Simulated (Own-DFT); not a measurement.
# How strain changes the stress of wurtzite GaN, 96 atoms (Ga48N48)

These are calculations, not measurements. The program, named Own-DFT, is a retired in-house plane-wave density functional code that no person has reviewed. Each row is one single-point run on a periodic cell that was not relaxed, without spin or spin-orbit coupling.

Settings of every run: PBE; PseudoDojo norm-conserving scalar-relativistic files; cutoff 42 hartree; 3 x 4 x 3 k mesh centred on Gamma; Fermi-Dirac smearing of 0.1 eV.

Known limits: forces on such cells passed a denser k mesh, each cell not checked; stress not checked against mesh or cutoff.

Unstrained cell vectors in Å: (12.756, 0.000, 0.000); (-4.784, 8.285, 0.000); (0.000, 0.000, 10.370). The unstrained cell has measured lattice constants (interpolated for alloys), not those of this functional. That, the random moves and any unrelaxed bonds set the pressure at no strain. Each run strains this cell uniformly, with the atoms carried along. Every atom was also moved at random, by a Gaussian of width 0.05 Å on each axis. Strain is the symmetric tensor, in per cent. Stress is positive in tension, and the pressure is minus a third of its trace.

| run | e_xx (%) | e_yy (%) | e_zz (%) | e_yz (%) | e_xz (%) | e_xy (%) | s_xx (GPa) | s_yy (GPa) | s_zz (GPa) | s_yz (GPa) | s_xz (GPa) | s_xy (GPa) | P (GPa) | E (meV/atom) |
|---|---|---|---|---|---|---|---|---|---|---|---|---|---|---|
| 1 | -1.14 | 1.33 | 1.79 | 0.48 | -1.54 | 1.82 | -9.05 | -1.77 | -1.07 | 0.97 | -2.46 | 5.50 | 3.96 | 16.1 |
| 2 | -1.84 | 0.46 | -1.58 | 0.30 | -1.67 | -0.35 | -15.14 | -11.38 | -16.39 | 0.52 | -3.97 | -0.87 | 14.30 | 51.9 |
| 3 | -1.11 | -1.81 | -1.06 | -1.25 | -0.09 | 1.49 | -16.37 | -19.01 | -16.18 | -3.63 | 0.27 | 4.45 | 17.18 | 74.7 |
| 4 | -0.81 | -1.44 | 1.99 | -0.86 | 1.58 | 0.86 | -10.15 | -13.94 | -0.93 | -2.43 | 3.04 | 3.13 | 8.34 | 26.2 |
| 5 | 0.14 | 0.27 | 0.39 | -0.50 | -0.84 | -1.73 | -6.81 | -5.40 | -5.51 | -1.00 | -2.10 | -5.07 | 5.91 | 14.9 |
| 6 | 0.70 | -0.27 | 1.82 | -1.13 | -1.58 | -1.87 | -4.12 | -6.28 | -0.40 | -2.54 | -3.80 | -6.05 | 3.60 | 21.4 |
| 7 | 1.96 | 0.61 | -0.92 | 0.22 | -1.04 | 0.05 | -0.63 | -3.90 | -9.93 | 0.41 | -1.70 | 0.74 | 4.82 | 26.7 |
| 8 | 0.82 | 0.03 | 1.34 | -1.85 | 0.78 | -0.14 | -1.50 | -7.00 | -2.70 | -3.68 | 1.42 | -1.47 | 3.74 | 18.0 |
| 9 | -0.30 | -0.37 | 0.74 | 1.04 | 1.60 | 1.31 | -10.14 | -8.54 | -5.50 | 1.51 | 3.68 | 5.23 | 8.06 | 33.5 |
| 10 | 0.73 | -1.38 | -0.49 | 1.23 | -1.63 | -1.66 | -7.65 | -11.45 | -12.30 | 2.78 | -4.19 | -5.61 | 10.47 | 41.0 |
| 11 | 1.37 | 1.06 | 1.50 | 0.81 | 0.01 | -0.26 | -0.50 | 0.64 | -0.20 | 1.66 | 0.27 | -0.81 | 0.02 | 0.0 |
| 12 | 0.33 | -0.43 | -0.78 | 0.72 | -0.48 | 0.01 | -8.70 | -8.69 | -11.98 | 0.93 | -1.20 | 2.13 | 9.79 | 33.3 |
| 13 | -1.60 | 1.87 | -1.49 | -1.24 | -0.09 | -1.72 | -13.50 | -2.81 | -14.98 | -2.10 | -0.19 | -5.95 | 10.43 | 39.5 |
| 14 | 0.76 | -0.18 | 1.81 | -1.38 | -1.12 | -0.61 | -4.11 | -5.87 | 0.55 | -2.83 | -3.25 | -2.37 | 3.14 | 12.3 |
| 15 | -1.72 | -0.96 | 0.17 | -0.79 | -1.37 | -0.93 | -15.76 | -13.53 | -10.28 | -2.57 | -2.48 | -3.74 | 13.19 | 44.4 |
| 16 | 1.08 | 1.93 | 1.80 | 0.37 | -1.35 | -1.50 | -0.63 | 2.61 | 1.69 | 0.50 | -2.74 | -3.57 | -1.22 | 9.0 |
| 17 | -0.66 | -1.45 | 0.96 | -1.42 | -1.74 | 0.09 | -11.69 | -14.61 | -5.63 | -2.19 | -4.95 | -0.41 | 10.64 | 46.0 |
| 18 | -0.42 | -0.24 | 1.24 | 0.72 | 1.32 | 0.09 | ? | ? | ? | ? | ? | ? | ? | ? |

E is the free energy for each atom above the lowest run shown.

## Worked fit

Each stress component was fitted by least squares to a constant and the strains of the runs shown, as fractions, with shears doubled. Shear strains stay in the fit of a normal stress only where such slopes are resolved. The slopes, in GPa:

```
stress  at no strain  per e_xx  per e_yy  per e_zz  scatter
  s_xx          -8.2  376 ± 20  124 ± 19  102 ± 17     0.85
  s_yy          -7.8  150 ± 24  422 ± 23   82 ± 21     1.04
  s_zz          -8.6   82 ± 14   83 ± 14  443 ± 13     0.62
```

Each shear stress against twice its own strain: yz 98 ± 7, xz 109 ± 6, xy 159 ± 10 GPa. These are stiffnesses along x, y and z of the frame in which the cell vectors are given, which need not be the crystal's axes. The atoms are held to the strained lattice; where symmetry lets them move under strain, relaxing them would lower some slopes. The table should be nearly symmetric about its diagonal, and what it lacks of that shows the noise. A ninth of its sum, 207 ± 3 GPa, estimates the bulk modulus near the mean pressure of these runs, 7.4 GPa, so it lies above the value at zero pressure.

## Withheld run

Question: what normal stresses and pressure should run 18 give?

The fit gives s_xx = -8.8, s_yy = -8.4, s_zz = -3.6 and P = 6.9 GPa. The calculation gave -9.24, -6.73, -2.65 and P = 6.21 GPa.
